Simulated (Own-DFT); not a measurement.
Simulation results for SiC (4H silicon carbide, atoms displaced), Si3N4 (beta silicon nitride, strained, atoms displaced)

All values are calculated (Own-DFT development build). A calculation, not a measurement: plane-wave PBE density functional theory by an unreviewed code, no spin, of a simulated periodic cell, stress positive in tension, free energy of the whole cell less one offset for each atom, forces on such cells passed a denser k mesh, this cell's mesh not checked; offsets are fitted by least squares, one for each functional and potential file, so energies compare only between cells with the same atoms and settings and are not formation energies; the far tail of each file's local potential was reset to the Coulomb form; each entry is a single point on an unrelaxed cell, so the pressure reflects the starting lattice, mostly measured values (interpolated for alloys), from which strain is counted, and rises with the displacements; printed positions are rounded, which can move forces by about a meV/angstrom; the program, named Own-DFT, is a retired in-house code; no spin-orbit coupling.

Settings shared by all entries: functional PBE; potential files PseudoDojo norm-conserving, scalar-relativistic, standard set; wave cutoff 42 hartree; occupations Fermi-Dirac; smearing width 0.1 eV.

(1) 
```cif
# cell vector a (Å): 6.1654 0.0000 0.0000
# cell vector b (Å): -3.0827 5.3394 0.0000
# cell vector c (Å): 0.0000 0.0000 10.0681
data_SiC
_symmetry_space_group_name_H-M 'P 1'
_symmetry_Int_Tables_number 1
_cell_length_a 6.1654
_cell_length_b 6.1654
_cell_length_c 10.0681
_cell_angle_alpha 90.000
_cell_angle_beta 90.000
_cell_angle_gamma 120.000
_cell_volume 331.44
loop_
_atom_site_label
_atom_site_type_symbol
_atom_site_fract_x
_atom_site_fract_y
_atom_site_fract_z
_atom_site_occupancy
Si1 Si 0.97755 0.96056 0.40689 1
Si2 Si 0.15231 0.30043 0.15562 1
C1 C 0.00680 0.98865 0.10587 1
C2 C 0.14259 0.32648 0.33801 1
Si3 Si 0.99727 0.49609 0.42540 1
Si4 Si 0.16603 0.80781 0.15031 1
C3 C 0.02419 0.52000 0.09248 1
C4 C 0.15110 0.81048 0.35612 1
Si5 Si 0.50874 0.01551 0.39617 1
Si6 Si 0.67340 0.33307 0.15046 1
C5 C 0.48187 0.98363 0.07984 1
C6 C 0.69153 0.32781 0.36167 1
Si7 Si 0.46053 0.48710 0.40255 1
Si8 Si 0.64704 0.83066 0.15310 1
C7 C 0.49046 0.53706 0.09843 1
C8 C 0.66257 0.84056 0.33770 1
Si9 Si 0.98928 0.00730 0.91406 1
Si10 Si 0.83409 0.68556 0.67331 1
C9 C 0.00169 0.00871 0.59999 1
C10 C 0.81425 0.65264 0.85933 1
Si11 Si 0.00493 0.52506 0.91080 1
Si12 Si 0.83791 0.16273 0.64266 1
C11 C 0.00375 0.49133 0.58575 1
C12 C 0.82335 0.14468 0.85003 1
Si13 Si 0.48314 0.98168 0.91223 1
Si14 Si 0.31449 0.66927 0.65490 1
C13 C 0.49477 0.98869 0.60339 1
C14 C 0.33741 0.67618 0.83180 1
Si15 Si 0.48673 0.50305 0.92224 1
Si16 Si 0.36244 0.17582 0.66356 1
C15 C 0.49745 0.52232 0.60212 1
C16 C 0.33053 0.15215 0.83887 1
_calc_hardware 'one NVIDIA H100'
_calc_k_mesh '5 x 5 x 3 centred on Gamma'
_calc_free_energy_of_cell_above_offsets '3.720'  # eV
_calc_pressure 10.46  # GPa
_calc_stress_xx -5.76  # GPa
_calc_stress_yy -12.12  # GPa
_calc_stress_zz -13.49  # GPa
_calc_stress_yz -2.52  # GPa
_calc_stress_xz -0.68  # GPa
_calc_stress_xy 1.02  # GPa
_calc_wall_time 119.1  # s
```

Force:
| element | x (eV/Å) | y (eV/Å) | z (eV/Å) |
| --- | --- | --- | --- |
| Si | -0.386 | 3.015 | 0.715 |
| Si | -0.719 | 4.252 | 1.202 |
| C | -1.338 | -1.458 | -2.354 |
| C | 1.105 | -1.619 | 1.357 |
| Si | 1.258 | 0.382 | -7.059 |
| Si | -1.584 | 4.846 | 4.466 |
| C | -1.096 | -7.203 | -1.133 |
| C | 1.676 | 1.807 | -2.577 |
| Si | -1.053 | -4.072 | 3.21 |
| Si | -0.325 | 0.874 | 1.176 |
| C | 0.65 | 2.281 | 5.255 |
| C | -4.826 | 2.012 | -4.037 |
| Si | 2.885 | 1.323 | 1.407 |
| Si | 2.066 | 4.151 | 2.294 |
| C | 1.756 | -7.47 | -0.304 |
| C | -0.654 | -2.045 | 0.433 |
| Si | 2.783 | -1.335 | -0.487 |
| Si | -0.507 | -1.181 | -1.925 |
| C | 2.755 | -1.409 | -1.339 |
| C | -0.263 | 1.836 | -0.788 |
| Si | 1.717 | -3.131 | -1.551 |
| Si | -1.678 | -0.103 | 3.633 |
| C | -1.923 | 0.566 | 7.675 |
| C | -1.976 | 3.102 | -0.823 |
| Si | 0.836 | 2.029 | -5.681 |
| Si | 2.052 | -0.576 | -0.067 |
| C | 0.425 | 2.143 | -2.988 |
| C | -1.092 | -1.915 | 3.616 |
| Si | 0.016 | -1.194 | -4.06 |
| Si | -2.81 | 0.811 | -2.049 |
| C | 1.545 | -1.801 | -1.294 |
| C | -1.293 | 1.084 | 4.074 |

(2) 
```cif
# cell vector a (Å): 7.7578 -0.1392 0.1438
# cell vector b (Å): -3.9994 6.7871 -0.1408
# cell vector c (Å): 0.1650 -0.0913 8.6830
data_Si3N4
_symmetry_space_group_name_H-M 'P 1'
_symmetry_Int_Tables_number 1
_cell_length_a 7.7604
_cell_length_b 7.8791
_cell_length_c 8.6850
_cell_angle_alpha 92.095
_cell_angle_beta 87.839
_cell_angle_gamma 121.548
_cell_volume 452.15
loop_
_atom_site_label
_atom_site_type_symbol
_atom_site_fract_x
_atom_site_fract_y
_atom_site_fract_z
_atom_site_occupancy
Si1 Si 0.18712 0.77219 0.08124 1
Si2 Si 0.22997 0.41427 0.08110 1
Si3 Si 0.59349 0.82132 0.08587 1
Si4 Si 0.82971 0.23001 0.25304 1
Si5 Si 0.77159 0.58939 0.25534 1
Si6 Si 0.40624 0.19137 0.24645 1
N1 N 0.32699 0.03831 0.08418 1
N2 N 0.95575 0.29569 0.08836 1
N3 N 0.69697 0.65624 0.08903 1
N4 N 0.66708 0.96524 0.24858 1
N5 N 0.02621 0.68038 0.24302 1
N6 N 0.30493 0.32042 0.23709 1
N7 N 0.32348 0.65973 0.08447 1
N8 N 0.66360 0.34483 0.24352 1
Si7 Si 0.18905 0.77807 0.41228 1
Si8 Si 0.25130 0.41784 0.41153 1
Si9 Si 0.59159 0.81692 0.41603 1
Si10 Si 0.82688 0.23246 0.57434 1
Si11 Si 0.78119 0.60954 0.58107 1
Si12 Si 0.40530 0.17077 0.58620 1
N9 N 0.34524 0.03348 0.40919 1
N10 N 0.97204 0.30292 0.42205 1
N11 N 0.68573 0.65897 0.41998 1
N12 N 0.66037 0.96756 0.57423 1
N13 N 0.03207 0.70634 0.58727 1
N14 N 0.30668 0.34303 0.58940 1
N15 N 0.33225 0.65215 0.41430 1
N16 N 0.66322 0.33083 0.56883 1
Si13 Si 0.17249 0.76609 0.75184 1
Si14 Si 0.21911 0.38524 0.75973 1
Si15 Si 0.60438 0.83917 0.74627 1
Si16 Si 0.82243 0.23185 0.92144 1
Si17 Si 0.76062 0.58202 0.92625 1
Si18 Si 0.40118 0.17354 0.90369 1
N17 N 0.33347 0.03001 0.74988 1
N18 N 0.96511 0.29121 0.75945 1
N19 N 0.68895 0.67038 0.74955 1
N20 N 0.66964 0.96702 0.91388 1
N21 N 0.01455 0.69400 0.91017 1
N22 N 0.31101 0.33106 0.91375 1
N23 N 0.33041 0.66227 0.75057 1
N24 N 0.66251 0.32181 0.91052 1
_calc_k_mesh '3 x 3 x 3 centred on Gamma'
_calc_free_energy_of_cell_above_offsets '-2.603'  # eV
_calc_pressure 0.26  # GPa
_calc_stress_xx 3.1  # GPa
_calc_stress_yy 1.94  # GPa
_calc_stress_zz -5.83  # GPa
_calc_stress_yz -3.34  # GPa
_calc_stress_xz 5.95  # GPa
_calc_stress_xy -4.29  # GPa
```

Force:
| element | x (eV/Å) | y (eV/Å) | z (eV/Å) |
| --- | --- | --- | --- |
| Si | -3.147 | 0.667 | -1.013 |
| Si | 0.969 | -3.002 | 0.093 |
| Si | 1.067 | -0.688 | -1.879 |
| Si | -3.116 | -0.085 | 1.851 |
| Si | -0.934 | 1.129 | -0.961 |
| Si | 4.281 | -3.65 | 0.015 |
| N | 0.343 | -1.823 | -1.714 |
| N | 3.165 | 1.418 | -1.683 |
| N | -2.332 | 1.824 | 1.289 |
| N | 0.273 | 0.461 | 1.159 |
| N | 1.459 | 1.789 | 1.799 |
| N | -6.083 | 4.123 | 1.121 |
| N | 1.731 | 1.4 | -0.035 |
| N | 2.496 | -2.94 | 0.524 |
| Si | -0.786 | -2.027 | -0.123 |
| Si | -0.235 | -4.465 | 1.629 |
| Si | 0.205 | 0.252 | -0.737 |
| Si | -2.391 | -0.523 | 3.876 |
| Si | -2.236 | -2.622 | 1.365 |
| Si | -0.59 | 1.707 | -1.59 |
| N | -1.032 | -0.027 | 0.4 |
| N | 2.441 | 0.842 | -3.435 |
| N | 1.026 | 0.756 | -0.352 |
| N | 0.591 | 1.269 | 1.38 |
| N | 1.605 | 0.851 | -2.037 |
| N | 1.316 | -2.278 | -2.153 |
| N | -1.625 | 4.533 | -0.486 |
| N | 1.447 | 1.339 | 1.014 |
| Si | 1.427 | -0.838 | -0.178 |
| Si | -0.088 | 3.636 | -1.728 |
| Si | -0.859 | -3.548 | -0.44 |
| Si | -1.367 | -1.308 | -0.023 |
| Si | -0.893 | -0.29 | -3.353 |
| Si | 1.103 | 0.453 | 4.359 |
| N | -0.494 | -1.899 | -2.012 |
| N | -0.255 | -0.202 | -2.285 |
| N | 1.831 | -0.333 | 0.555 |
| N | 0.006 | 0.821 | 2.486 |
| N | 2.78 | 1.152 | 1.829 |
| N | -1.892 | 0.471 | 1.051 |
| N | -0.638 | 0.437 | 0.29 |
| N | -0.569 | 1.218 | 0.131 |
